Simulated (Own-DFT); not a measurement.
AlGa3N4 (wurtzite random alloy, atoms displaced) (calculated)

A calculation, not a measurement: plane-wave PBE density functional theory by an unreviewed code, no spin, of a simulated periodic cell, stress positive in tension, free energy of the whole cell less one offset for each atom, forces on such cells passed a denser k mesh, this cell's mesh not checked; offsets are fitted by least squares, one for each functional and potential file, so energies compare only between cells with the same atoms and settings and are not formation energies; the far tail of each file's local potential was reset to the Coulomb form; each entry is a single point on an unrelaxed cell, so the pressure reflects the starting lattice, mostly measured values, from which strain is counted, and rises with the displacements; printed positions are rounded, which can move forces by about a meV/angstrom; the program is a retired in-house code; no spin-orbit coupling. Program: Own-DFT development build.

Settings shared by all entries: functional PBE; potential files PseudoDojo norm-conserving, scalar-relativistic, standard set with the stringent files for Ga; wave cutoff 96 hartree; occupations Gaussian; smearing width 0.01 eV; k mesh 4 x 4 x 3 centred on Gamma.

(1) 
```cif
# cell vector a (Å): 9.5092 0.0000 0.0000
# cell vector b (Å): -4.7546 8.2353 0.0000
# cell vector c (Å): 0.0000 0.0000 10.2685
data_AlGa3N4
_symmetry_space_group_name_H-M 'P 1'
_symmetry_Int_Tables_number 1
_cell_length_a 9.5092
_cell_length_b 9.5093
_cell_length_c 10.2685
_cell_angle_alpha 90.000
_cell_angle_beta 90.000
_cell_angle_gamma 120.000
_cell_volume 804.14
loop_
_atom_site_label
_atom_site_type_symbol
_atom_site_fract_x
_atom_site_fract_y
_atom_site_fract_z
_atom_site_occupancy
Ga1 Ga 0.10543 0.21047 0.99411 1
Ga2 Ga 0.21561 0.11368 0.25159 1
N1 N 0.10979 0.22303 0.18959 1
N2 N 0.22553 0.12070 0.44176 1
Ga3 Ga 0.12641 0.23119 0.50611 1
Al1 Al 0.22499 0.11372 0.75236 1
N3 N 0.11788 0.21898 0.68101 1
N4 N 0.22372 0.10633 0.93200 1
Ga4 Ga 0.12122 0.56014 0.99299 1
Ga5 Ga 0.23022 0.45632 0.24538 1
N5 N 0.12371 0.55116 0.17993 1
N6 N 0.22794 0.43669 0.43640 1
Al2 Al 0.11809 0.53935 0.49218 1
Ga6 Ga 0.21190 0.44485 0.75269 1
N7 N 0.10750 0.53896 0.69126 1
N8 N 0.22064 0.43615 0.93650 1
Ga7 Ga 0.11332 0.88534 0.00189 1
Ga8 Ga 0.21082 0.77300 0.25348 1
N9 N 0.11375 0.89960 0.18984 1
N10 N 0.22994 0.78502 0.43915 1
Ga9 Ga 0.10738 0.88911 0.50054 1
Al3 Al 0.23516 0.78404 0.76217 1
N11 N 0.11132 0.88024 0.69405 1
N12 N 0.21617 0.77310 0.93898 1
Ga10 Ga 0.43939 0.21957 0.00305 1
Ga11 Ga 0.55900 0.12230 0.25843 1
N13 N 0.45281 0.21387 0.18705 1
N14 N 0.55650 0.11522 0.44696 1
Ga12 Ga 0.46523 0.23007 0.49920 1
Ga13 Ga 0.55349 0.10993 0.74859 1
N15 N 0.46399 0.21424 0.67878 1
N16 N 0.55479 0.11810 0.94641 1
Al4 Al 0.45336 0.55550 0.99508 1
Ga14 Ga 0.54435 0.41867 0.25267 1
N17 N 0.45222 0.56326 0.18447 1
N18 N 0.55580 0.43695 0.43844 1
Ga15 Ga 0.44817 0.54843 0.50292 1
Al5 Al 0.55739 0.45220 0.74614 1
N19 N 0.43582 0.55316 0.69401 1
N20 N 0.55361 0.44018 0.94078 1
Ga16 Ga 0.43924 0.87560 0.99969 1
Ga17 Ga 0.56572 0.78924 0.25848 1
N21 N 0.43003 0.89074 0.18871 1
N22 N 0.55514 0.77596 0.42792 1
Al6 Al 0.42042 0.87291 0.49019 1
Ga18 Ga 0.57475 0.78955 0.75728 1
N23 N 0.44865 0.90187 0.70662 1
N24 N 0.54255 0.75367 0.94187 1
Al7 Al 0.79063 0.24108 0.99494 1
Ga19 Ga 0.90329 0.11753 0.25483 1
N25 N 0.76761 0.22492 0.18747 1
N26 N 0.90190 0.12244 0.43839 1
Ga20 Ga 0.78110 0.22975 0.51416 1
Ga21 Ga 0.89144 0.11521 0.75112 1
N27 N 0.77895 0.22870 0.69371 1
N28 N 0.89954 0.13589 0.93442 1
Ga22 Ga 0.78040 0.55716 0.99759 1
Ga23 Ga 0.87414 0.44200 0.24582 1
N29 N 0.76471 0.54435 0.18702 1
N30 N 0.88469 0.44471 0.44031 1
Ga24 Ga 0.77583 0.56525 0.49893 1
Ga25 Ga 0.89656 0.42848 0.75670 1
N31 N 0.77309 0.55541 0.69980 1
N32 N 0.87432 0.43458 0.93095 1
Al8 Al 0.78758 0.90124 0.00957 1
Ga26 Ga 0.89036 0.77350 0.25587 1
N33 N 0.78854 0.89098 0.19438 1
N34 N 0.88814 0.77571 0.42729 1
Ga27 Ga 0.79216 0.90493 0.49692 1
Al9 Al 0.89122 0.76780 0.74648 1
N35 N 0.77498 0.88934 0.68230 1
N36 N 0.88552 0.76660 0.94561 1
_calc_free_energy_of_cell_above_offsets '-3.084'  # eV
_calc_pressure 9.72  # GPa
_calc_stress_xx -8.45  # GPa
_calc_stress_yy -9.48  # GPa
_calc_stress_zz -11.22  # GPa
_calc_stress_yz 1.33  # GPa
_calc_stress_xz -0.4  # GPa
_calc_stress_xy 0.92  # GPa
```

Force:
```csv
element,x (eV/Å),y (eV/Å),z (eV/Å)
Ga,1.491,1.827,1.276
Ga,1.424,0.511,0.603
N,1.045,1.101,-1.398
N,1.581,-1.45,-0.473
Ga,-0.902,-1.222,-1.503
Al,1.249,-0.551,-1.743
N,-0.212,-0.302,3.265
N,-0.698,-0.215,0.33
Ga,-0.537,-2.043,0.673
Ga,2.224,-1.419,0.196
N,-3.876,1.273,0.53
N,-0.668,2.032,-0.456
Al,-2.316,1.192,1.119
Ga,3.514,-1.564,0.519
N,-1.669,3.585,-2.382
N,0.8,0.692,0.777
Ga,-0.875,0.25,0.006
Ga,0.838,0.281,-1.22
N,0.035,-1.781,-0.034
N,-3.931,-3.867,-0.426
Ga,0.716,0.684,0.476
Al,-1.02,-0.812,-2.101
N,-0.152,0.64,0.135
N,0.489,0.472,-0.359
Ga,0.796,0.394,-0.567
Ga,1.572,-2.96,-0.027
N,-3.804,-0.072,-0.089
N,2.244,-2.739,-0.932
Ga,-2.714,-1.343,0.801
Ga,1.786,1.201,2.972
N,-5.422,3.013,1.572
N,2.073,-1.162,-0.955
Al,-0.676,-3.104,1.725
Ga,-1.256,3.389,-0.771
N,0.539,-0.862,-0.103
N,-0.208,1.856,-0.185
Ga,-0.454,1.144,-0.127
Al,0.053,-1.764,1.091
N,1.484,0.426,-0.592
N,-0.51,0.405,-1.363
Ga,0.198,1.987,0.764
Ga,-0.95,-0.725,-4.35
N,1.791,0.057,0.59
N,-0.609,0.361,5.15
Al,5.9,3.902,2.448
Ga,-2.649,-1.642,-0.373
N,0.646,-4.334,-2.547
N,1.269,4.728,-0.334
Al,-1.941,-3.609,2.174
Ga,-2.53,-0.117,-0.41
N,2.613,-0.35,-1.136
N,-0.688,0.244,1.035
Ga,0.182,-0.712,-2.339
Ga,0.535,-0.339,-1.221
N,0.874,-2.702,-0.145
N,-1.272,-3.3,0.8
Ga,-0.938,-1.981,0.505
Ga,2.223,-0.153,0.764
N,0.204,1.666,0.09
N,1.366,1.097,0.031
Ga,1.137,-1.248,1.183
Ga,-2.04,3.092,-1.144
N,0.534,0.004,-1.596
N,1.438,2.866,1.787
Al,-0.216,-1.374,-0.667
Ga,-0.216,-0.495,-3.799
N,-0.881,0.855,-1.215
N,-0.058,0.945,3.876
Ga,-1.164,-1.111,-0.531
Al,-0.473,1.119,1.218
N,2.645,0.524,0.83
N,-0.981,3.608,-1.699
```

(2) 
```cif
# cell vector a (Å): 9.5092 0.0000 0.0000
# cell vector b (Å): -4.7546 8.2353 0.0000
# cell vector c (Å): 0.0000 0.0000 10.2685
data_AlGa3N4
_symmetry_space_group_name_H-M 'P 1'
_symmetry_Int_Tables_number 1
_cell_length_a 9.5092
_cell_length_b 9.5093
_cell_length_c 10.2685
_cell_angle_alpha 90.000
_cell_angle_beta 90.000
_cell_angle_gamma 120.000
_cell_volume 804.14
loop_
_atom_site_label
_atom_site_type_symbol
_atom_site_fract_x
_atom_site_fract_y
_atom_site_fract_z
_atom_site_occupancy
Ga1 Ga 0.12052 0.23309 0.00762 1
Al1 Al 0.23154 0.11327 0.25488 1
N1 N 0.11826 0.23575 0.18283 1
N2 N 0.21247 0.10797 0.44025 1
Ga2 Ga 0.10590 0.22644 0.50801 1
Al2 Al 0.23882 0.11014 0.73905 1
N3 N 0.10361 0.21496 0.69185 1
N4 N 0.22006 0.11837 0.94929 1
Ga3 Ga 0.09520 0.56720 0.99545 1
Ga4 Ga 0.20991 0.44884 0.25073 1
N5 N 0.10763 0.55272 0.18279 1
N6 N 0.22420 0.44106 0.42649 1
Ga5 Ga 0.12061 0.56538 0.50809 1
Al3 Al 0.22487 0.44467 0.75318 1
N7 N 0.10962 0.54574 0.69095 1
N8 N 0.21806 0.43735 0.93298 1
Ga6 Ga 0.11389 0.89051 0.99896 1
Al4 Al 0.21273 0.76556 0.25597 1
N9 N 0.12761 0.90271 0.18747 1
N10 N 0.21357 0.77161 0.43798 1
Ga7 Ga 0.09940 0.87392 0.50056 1
Ga8 Ga 0.22174 0.78607 0.74207 1
N11 N 0.11063 0.88961 0.67557 1
N12 N 0.23205 0.77095 0.93963 1
Ga9 Ga 0.44368 0.21500 0.99687 1
Ga10 Ga 0.54978 0.09571 0.25214 1
N13 N 0.44539 0.22565 0.19130 1
N14 N 0.55142 0.10263 0.43993 1
Ga11 Ga 0.42900 0.22629 0.48468 1
Ga12 Ga 0.53366 0.09428 0.74988 1
N15 N 0.43764 0.21964 0.68800 1
N16 N 0.56633 0.11191 0.94071 1
Ga13 Ga 0.43917 0.55748 0.99263 1
Al5 Al 0.55654 0.44760 0.27006 1
N17 N 0.44090 0.56529 0.20838 1
N18 N 0.55546 0.45099 0.43979 1
Ga14 Ga 0.44717 0.55515 0.49096 1
Ga15 Ga 0.56216 0.44337 0.73960 1
N19 N 0.44519 0.55348 0.68824 1
N20 N 0.54318 0.44920 0.93725 1
Al6 Al 0.44003 0.89289 0.99588 1
Ga16 Ga 0.56400 0.78488 0.24290 1
N21 N 0.42766 0.87395 0.19872 1
N22 N 0.56398 0.78264 0.45506 1
Ga17 Ga 0.44760 0.88439 0.51112 1
Ga18 Ga 0.55455 0.78701 0.74789 1
N23 N 0.43557 0.87541 0.68905 1
N24 N 0.55102 0.78431 0.94291 1
Al7 Al 0.76606 0.22373 0.00914 1
Al8 Al 0.87416 0.08648 0.25042 1
N25 N 0.77028 0.21462 0.17167 1
N26 N 0.89243 0.11872 0.42852 1
Ga19 Ga 0.77895 0.22320 0.49758 1
Al9 Al 0.89899 0.12338 0.74944 1
N27 N 0.78033 0.21983 0.68736 1
N28 N 0.89299 0.13317 0.93175 1
Ga20 Ga 0.78629 0.54827 0.00733 1
Ga21 Ga 0.89285 0.45060 0.26003 1
N29 N 0.77989 0.55496 0.19085 1
N30 N 0.87348 0.44671 0.42118 1
Ga22 Ga 0.78926 0.56401 0.49179 1
Ga23 Ga 0.90175 0.44836 0.75670 1
N31 N 0.78747 0.54657 0.68548 1
N32 N 0.88660 0.43613 0.94936 1
Ga24 Ga 0.77263 0.88922 0.00462 1
Ga25 Ga 0.89679 0.78096 0.24344 1
N33 N 0.77202 0.88719 0.18046 1
N34 N 0.87989 0.77859 0.44168 1
Ga26 Ga 0.77508 0.89459 0.48960 1
Ga27 Ga 0.90368 0.78975 0.76606 1
N35 N 0.78802 0.89856 0.68223 1
N36 N 0.90335 0.78627 0.93590 1
_calc_free_energy_of_cell_above_offsets '-3.118'  # eV
_calc_pressure 9.4  # GPa
_calc_stress_xx -8.43  # GPa
_calc_stress_yy -6.62  # GPa
_calc_stress_zz -13.15  # GPa
_calc_stress_yz 0.02  # GPa
_calc_stress_xz 0.4  # GPa
_calc_stress_xy -1.12  # GPa
```

Force:
```csv
element,x (eV/Å),y (eV/Å),z (eV/Å)
Ga,-1.892,-0.858,-1.65
Al,-1.589,1.137,-1.089
N,-0.027,-2.882,3.291
N,-0.486,-0.734,-0.824
Ga,0.386,-0.18,-1.111
Al,-4.875,-0.518,1.941
N,2.415,1.511,0.06
N,1.94,-1.791,-2.993
Ga,3.696,-2.047,1.315
Ga,1.831,-0.642,-1.605
N,-1.701,1.759,0.474
N,-1.108,0.561,3.6
Ga,-0.003,-2.429,-1.174
Al,0.81,-0.811,-0.362
N,1.212,1.569,0.102
N,-0.856,2.326,-0.165
Ga,1.094,1.388,0.591
Al,0.175,0.796,-1.073
N,-0.303,-1.706,1.028
N,0.808,0.71,-0.102
Ga,-0.471,1.597,-2.073
Ga,-0.208,-2.196,1.37
N,0.706,0.948,3.234
N,-1.802,2.435,-1.66
Ga,-0.73,1.721,0.916
Ga,-0.375,1.346,-0.531
N,0.384,0.47,1.13
N,-0.663,0.672,0.508
Ga,2.583,-0.725,1.497
Ga,2.323,2.457,-0.221
N,1.957,0.418,-1.315
N,-2.371,-1.393,-0.813
Ga,-0.789,0.217,1.646
Al,-0.581,-0.013,-5.153
N,1.816,-1.623,-1.509
N,1.554,-0.837,1.375
Ga,-1.543,0.831,1.497
Ga,-0.243,0.886,1.293
N,-0.876,0.065,-0.321
N,3.368,-0.936,-0.386
Al,1.399,-0.284,1.896
Ga,-2.232,-1.256,1.646
N,0.219,0.623,-1.924
N,-2.098,-1.04,-2.438
Ga,-0.703,0.604,-2.825
Ga,3.411,-1.54,0.64
N,-1.079,1.399,0.591
N,0.055,0.242,-0.464
Al,3.016,-0.251,-4.136
Al,0.373,4.847,-1.519
N,0.721,-0.678,6.203
N,-0.234,-0.612,-0.123
Ga,-0.893,0.29,0.392
Al,-1.403,-1.888,0.756
N,-0.658,-0.094,0.055
N,0.029,-1.6,1.054
Ga,-3.264,0.672,-0.942
Ga,0.686,-1.562,-6.915
N,-1.263,0.325,0.739
N,2.17,-1.057,6.735
Ga,-1.621,-0.808,2.217
Ga,-1.754,-2.147,-0.183
N,-0.753,1.52,0.136
N,-1.182,-0.316,-1.797
Ga,0.331,1.644,-3.583
Ga,-0.021,0.032,0.542
N,2.034,-0.172,1.914
N,0.925,0.641,-2.013
Ga,1.776,1.195,2.544
Ga,-1.923,-0.854,-5.006
N,-0.306,0.032,1.422
N,-1.323,-1.407,3.648
```
